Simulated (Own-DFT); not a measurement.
# Strain and stress in zincblende GaAs, 64 atoms (As32Ga32)

These are calculations, not measurements. The program, named Own-DFT, is a retired in-house plane-wave density functional code that no person has reviewed. Each row is one single-point run on a periodic cell that was not relaxed, without spin or spin-orbit coupling.

Settings of every run: PBE; PseudoDojo norm-conserving scalar-relativistic files; cutoff 42 hartree; 3 x 3 x 3 k mesh centred on Gamma; Fermi-Dirac smearing of 0.1 eV.

Known limits: forces not confirmed at this smearing and k mesh; stress not checked against mesh or cutoff.

Unstrained cell vectors in Å: (11.307, 0.000, 0.000); (0.000, 11.307, 0.000); (0.000, 0.000, 11.307). The unstrained cell has measured lattice constants (interpolated for alloys), not those of this functional. That, the random moves and any unrelaxed bonds set the pressure at no strain. Each run strains this cell uniformly, with the atoms carried along. Every atom was also moved at random, by a Gaussian of width 0.05 Å on each axis. Strain is the symmetric tensor, in per cent. Stress is positive in tension, and the pressure is minus a third of its trace.

```
run  e_xx (%)  e_yy (%)  e_zz (%)  e_yz (%)  e_xz (%)  e_xy (%)  s_xx (GPa)  s_yy (GPa)  s_zz (GPa)  s_yz (GPa)  s_xz (GPa)  s_xy (GPa)  P (GPa)  E (meV/atom)
  1      1.29     -1.62     -0.42      1.34      1.97      0.13       -4.07       -5.66       -5.15        2.58        3.51       -0.68     4.96          32.6
  2     -1.69     -1.86      1.60     -1.04      0.68      1.61       -6.64       -6.54       -4.46       -2.02        1.37        3.28     5.88          40.1
  3     -1.50      0.39      0.27     -1.64     -0.26      0.58       -5.27       -4.33       -4.34       -2.35       -0.22        0.42     4.64          14.1
  4      0.43     -1.66      0.71      2.00     -0.51      0.62       -4.20       -5.47       -4.13        3.00       -0.72        0.53     4.60          28.7
  5     -1.56      1.01      1.19      1.03     -1.63      1.95       -4.71       -3.31       -3.25        2.59       -2.75        3.02     3.76          19.4
  6     -1.16      0.53      0.32      0.33      0.82      0.82       -4.74       -3.88       -4.01        0.49        1.59        0.40     4.21          11.8
  7     -1.16     -0.20     -1.43      1.51      1.42      1.57       -6.75       -6.08       -6.86        2.55        1.64        2.97     6.56          40.9
  8      0.25     -1.47      0.76     -0.54      0.34      0.31       -4.15       -5.27       -4.03       -1.70        0.78        0.76     4.49          22.5
  9     -0.71     -1.96     -0.52      1.55      0.55     -0.71       -6.63       -7.25       -6.44        2.89        1.33       -1.71     6.77          39.7
 10     -1.95     -1.20     -0.67      1.16     -1.31     -0.32       -7.61       -7.16       -6.94        2.03       -2.25       -0.16     7.24          38.7
 11     -0.91     -1.42     -1.46      1.81     -1.87      0.22       -7.35       -7.58       -7.70        2.97       -3.84        0.13     7.54          54.5
 12     -0.65     -1.12      1.72      1.79      1.33     -0.86       -4.67       -4.99       -3.48        3.67        2.53       -1.64     4.38          25.3
 13      1.96      0.90      0.93     -0.58     -0.55      1.80       -1.04       -1.65       -1.55       -0.79       -0.56        2.40     1.41           0.0
 14      1.96     -0.76      1.87      0.73     -0.34     -1.75       -1.39       -2.95       -1.54        0.42       -0.76       -2.71     1.96           7.8
 15      0.94     -0.23     -1.31     -0.15      1.77      0.59           ?           ?           ?           ?           ?           ?        ?             ?
```

E is the free energy for each atom above the lowest run shown.

## Worked fit

Each stress component was fitted by least squares to a constant and the strains of the runs shown, as fractions, with shears doubled. Shear strains stay in the fit of a normal stress only where such slopes are resolved. The slopes, in GPa:

| stress | at no strain | per e_xx | per e_yy | per e_zz | scatter |
|---|---|---|---|---|---|
| s_xx | -4.2 | 113 ± 5 | 65 ± 6 | 64 ± 6 | 0.21 |
| s_yy | -4.3 | 56 ± 3 | 119 ± 4 | 61 ± 4 | 0.14 |
| s_zz | -4.3 | 54 ± 4 | 63 ± 4 | 121 ± 4 | 0.17 |

Each shear stress against twice its own strain: yz 92 ± 7, xz 87 ± 5, xy 85 ± 9 GPa. These are stiffnesses along x, y and z of the frame in which the cell vectors are given, which need not be the crystal's axes. The atoms are held to the strained lattice; where symmetry lets them move under strain, relaxing them would lower some slopes. The table should be nearly symmetric about its diagonal, and what it lacks of that shows the noise. A ninth of its sum, 80 ± 2 GPa, estimates the bulk modulus near the mean pressure of these runs, 4.9 GPa, so it lies above the value at zero pressure.

## Withheld run

Question: what normal stresses and pressure should run 15 give?

The fit gives s_xx = -4.2, s_yy = -4.8, s_zz = -5.5 and P = 4.8 GPa. The calculation gave -3.99, -4.56, -5.34 and P = 4.63 GPa.
